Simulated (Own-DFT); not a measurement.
# Stretching a layer in its plane: wurtzite AlGaN with randomly placed atoms, 72 atoms (Al9Ga27N36)

No measurement is shown. These are fixed-geometry runs of a retired plane-wave code named Own-DFT, which no person has reviewed; spin and spin-orbit coupling are neglected.

Common settings: PBE; PseudoDojo norm-conserving scalar-relativistic files; cutoff 42 hartree; 4 x 4 x 3 k mesh centred on Gamma; Fermi-Dirac smearing of 0.1 eV.

Caveats: forces on such cells passed a denser k mesh, each cell not checked; stress not checked against mesh or cutoff.

Unstrained cell vectors in Å: (9.509, 0.000, 0.000); (-4.755, 8.235, 0.000); (0.000, 0.000, 10.268). The unstrained cell has measured lattice constants (interpolated for alloys), not those of this functional. That, the random moves and any unrelaxed bonds set the pressure at no strain. Each run strains x and y alike by e, as a substrate would, and holds the height along z. Random moves of width 0.05 Å per axis were added to every atom. The random placing of the alloy's atoms differs from row to row. Stress is positive in tension.

```
e (%),u (Å),(s_xx + s_yy)/2 (GPa),s_zz (GPa)
-1.75,0.051,-17.48,-10.79
-1.00,0.049,-11.90,-11.64
-0.75,0.048,-11.81,-7.89
-0.50,0.050,-10.57,-8.65
-0.25,0.051,-7.33,-10.97
0.25,0.051,?,?
1.25,0.051,-0.93,-6.51
2.50,0.051,4.85,-5.92
2.75,0.048,5.86,-4.73
3.00,0.056,5.71,-2.21
```

## Worked fit

With e as a fraction, the in-plane stress is -6.9 + 543 e - 3496 e² GPa (errors 26 and 1373, scatter 0.75), and s_zz is -8.6 + 158 e GPa (slope ± 29, scatter 1.47). At e = 0 the first slope is C11 + C12 and the second 2 C13, both with the ions held to the strained lattice and at the cell's own pressure. A free layer would change its height as e changes, and the in-plane slope would drop by 2 C13²/C33 to the biaxial modulus. At fixed height, a misfit of 1 % moves the in-plane stress by about 5.4 GPa and s_zz by 1.6 GPa.

## The run left out

Question: what are the two stresses at e = 0.25 %?

Estimate: -5.5 and -8.2 GPa. DFT gave -7.09 and -6.23 GPa.
